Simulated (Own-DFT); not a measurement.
# Computed records: Si₇Ge (layered order of Si and Ge on the diamond lattice, atoms displaced)

All values are calculated (Own-DFT development build). A calculation, not a measurement: plane-wave PBE density functional theory by an unreviewed code, no spin, of a simulated periodic cell, stress positive in tension, free energy of the whole cell less one offset for each atom, forces on such cells passed a denser k mesh, this cell's mesh not checked; offsets are fitted by least squares, one for each functional and potential file, so energies compare only between cells with the same atoms and settings and are not formation energies; the far tail of each file's local potential was reset to the Coulomb form; each entry is a single point on an unrelaxed cell, so the pressure reflects the starting lattice, mostly measured values, from which strain is counted, and rises with the displacements; printed positions are rounded, which can move forces by about a meV/angstrom; the program is a retired in-house code; no spin-orbit coupling.

## Si₇Ge (layered order of Si and Ge on the diamond lattice, atoms displaced)

```
Si7Ge
1.0
     10.9187     0.0000     0.0000
      0.0000    10.9187     0.0000
      0.0000     0.0000    10.9187
Ge Si Ge Si Ge Si Ge Si Ge Si Ge Si Ge Si Ge Si
1 2 1 12 1 2 1 12 1 2 1 12 1 2 1 12
Direct
  0.00034 0.00064 0.00010
  0.99515 0.25251 0.24123
  0.24712 0.99941 0.24692
  0.24810 0.24975 0.99785
  0.12548 0.12615 0.12773
  0.12773 0.37732 0.37868
  0.37584 0.12347 0.37549
  0.37195 0.37538 0.12696
  0.00021 0.99998 0.50262
  0.99810 0.24992 0.75179
  0.25350 0.00400 0.74908
  0.24793 0.25100 0.50178
  0.12363 0.12388 0.62533
  0.13048 0.37388 0.87513
  0.37479 0.12731 0.87888
  0.37474 0.37366 0.62130
  0.00129 0.49942 0.00840
  0.99523 0.75046 0.24737
  0.24612 0.49638 0.25130
  0.25162 0.75264 0.00140
  0.12469 0.62608 0.12641
  0.12587 0.87901 0.37626
  0.37877 0.62689 0.36980
  0.37911 0.87321 0.12828
  0.00395 0.49673 0.49902
  0.99827 0.75376 0.75150
  0.25246 0.50091 0.74821
  0.24541 0.74786 0.50027
  0.12319 0.62520 0.62531
  0.12752 0.87643 0.87881
  0.37581 0.62393 0.87525
  0.37047 0.87916 0.62751
  0.49608 0.00121 0.99984
  0.50026 0.24843 0.25110
  0.74835 0.00355 0.24863
  0.74339 0.25012 0.99983
  0.62558 0.12220 0.12918
  0.62775 0.37426 0.37752
  0.87831 0.12725 0.37364
  0.87564 0.37641 0.13134
  0.49744 0.99607 0.50013
  0.50184 0.25050 0.74992
  0.75233 0.99573 0.74694
  0.74803 0.24904 0.49617
  0.62731 0.12453 0.62702
  0.62605 0.37505 0.87129
  0.87597 0.12637 0.87503
  0.87540 0.37602 0.62747
  0.49869 0.50484 0.00450
  0.50472 0.75018 0.25144
  0.74420 0.50034 0.25309
  0.75231 0.75154 0.99840
  0.62028 0.62255 0.12917
  0.62379 0.87330 0.37475
  0.87655 0.62228 0.37415
  0.87348 0.87934 0.12644
  0.49499 0.49767 0.49804
  0.49724 0.75020 0.75049
  0.75029 0.49857 0.75134
  0.74795 0.74900 0.49897
  0.61929 0.62462 0.62706
  0.62904 0.86941 0.87855
  0.87337 0.61995 0.87529
  0.86947 0.87305 0.62515
```

| Quantity | Value |
| --- | --- |
| functional | PBE |
| potential files | PseudoDojo norm-conserving, scalar-relativistic, standard set |
| wave cutoff | 42 hartree |
| occupations | Fermi-Dirac |
| smearing width | 0.1 eV |
| k mesh | 3 x 3 x 3 centred on Gamma |
| stress yy | ? |

Questions
1. What stress yy does the calculation give for Si₇Ge (layered order of Si and Ge on the diamond lattice, atoms displaced)?
2. Give the table of force values for Si₇Ge (layered order of Si and Ge on the diamond lattice, atoms displaced).

## Answers
1. -2.26 GPa
2. 
Force:
| element | x (eV/Å) | y (eV/Å) | z (eV/Å) |
| --- | --- | --- | --- |
| Ge | 0.051 | 0.23 | 0.174 |
| Si | 1.17 | -0.363 | 1.649 |
| Si | 0.657 | 0.055 | 0.508 |
| Ge | 0.309 | -0.054 | 0.753 |
| Si | -0.257 | 0.021 | -0.161 |
| Si | -0.568 | -0.887 | -0.678 |
| Si | -0.422 | 0.053 | -0.024 |
| Si | 0.257 | -0.281 | 0.277 |
| Si | -0.344 | -0.114 | -0.2 |
| Si | 0.478 | 0.176 | -0.076 |
| Si | -0.62 | 0.033 | 0.631 |
| Si | 0.198 | -0.569 | -0.248 |
| Si | -0.007 | 0.351 | 0.233 |
| Si | -0.98 | 0.577 | -0.682 |
| Si | 0.18 | 0.062 | -1.183 |
| Si | -0.049 | -0.051 | 0.567 |
| Ge | 0.03 | -0.204 | -1.049 |
| Si | 0.531 | 0.271 | 0.493 |
| Si | 0.513 | 0.81 | -0.078 |
| Ge | 0.13 | -0.527 | 0.097 |
| Si | 0.218 | 0.282 | 0.646 |
| Si | -0.497 | -0.614 | -0.248 |
| Si | -0.832 | -0.262 | 0.496 |
| Si | -0.387 | 0.199 | 0.339 |
| Si | -0.63 | 0.445 | 0.427 |
| Si | 0.088 | -0.471 | 0.14 |
| Si | -0.106 | -0.119 | 0.035 |
| Si | 0.703 | 0.296 | -0.184 |
| Si | -0.136 | 0.01 | 0.237 |
| Si | -0.087 | 0.198 | -1.112 |
| Si | -0.267 | 0.322 | -0.45 |
| Si | 0.282 | -0.9 | -0.426 |
| Ge | 0.871 | -0.441 | 0.145 |
| Si | 0.005 | 0.29 | 0.077 |
| Si | 0.38 | -0.511 | 0.812 |
| Ge | 0.839 | 0 | 0.318 |
| Si | -0.665 | 0.446 | -0.242 |
| Si | -0.882 | 0.017 | -0.204 |
| Si | -0.192 | -0.179 | -0.011 |
| Si | -1.369 | 0.309 | -0.626 |
| Si | 0.323 | 0.422 | 0.213 |
| Si | -0.333 | -0.096 | -0.089 |
| Si | -0.396 | 0.55 | 0.887 |
| Si | 0.65 | -0.054 | 0.774 |
| Si | -0.296 | -0.299 | -0.433 |
| Si | -0.574 | 0.403 | 0.221 |
| Si | -0.496 | -0.258 | -0.391 |
| Si | -0.115 | -0.306 | -0.577 |
| Ge | -0.076 | -1.039 | -0.642 |
| Si | -0.385 | 0.077 | -0.116 |
| Si | 0.665 | -0.035 | -0.044 |
| Ge | 0.09 | -0.913 | 0.986 |
| Si | 1.058 | 0.735 | -0.002 |
| Si | 0.412 | 0.485 | 0.123 |
| Si | -0.253 | 0.146 | 0.214 |
| Si | -0.053 | -0.258 | 0.205 |
| Si | 0.614 | 0.322 | -0.06 |
| Si | 0.088 | 0.314 | 0.151 |
| Si | -0.241 | 0.321 | -0.454 |
| Si | 0.015 | -0.472 | 0.071 |
| Si | 0.333 | -0.226 | -0.325 |
| Si | -0.958 | 0.967 | -1.214 |
| Si | 0.588 | 0.403 | -0.221 |
| Si | 0.745 | -0.091 | -0.45 |

Further results for Si₇Ge (layered order of Si and Ge on the diamond lattice, atoms displaced):

| Property | Result |
| --- | --- |
| free energy of cell above offsets | -5.222 eV |
| pressure | 2.22 GPa |
| stress xx | -2.19 GPa |
| stress zz | -2.2 GPa |
| stress yz | 0.56 GPa |
| stress xz | -0.15 GPa |
| stress xy | 0.57 GPa |
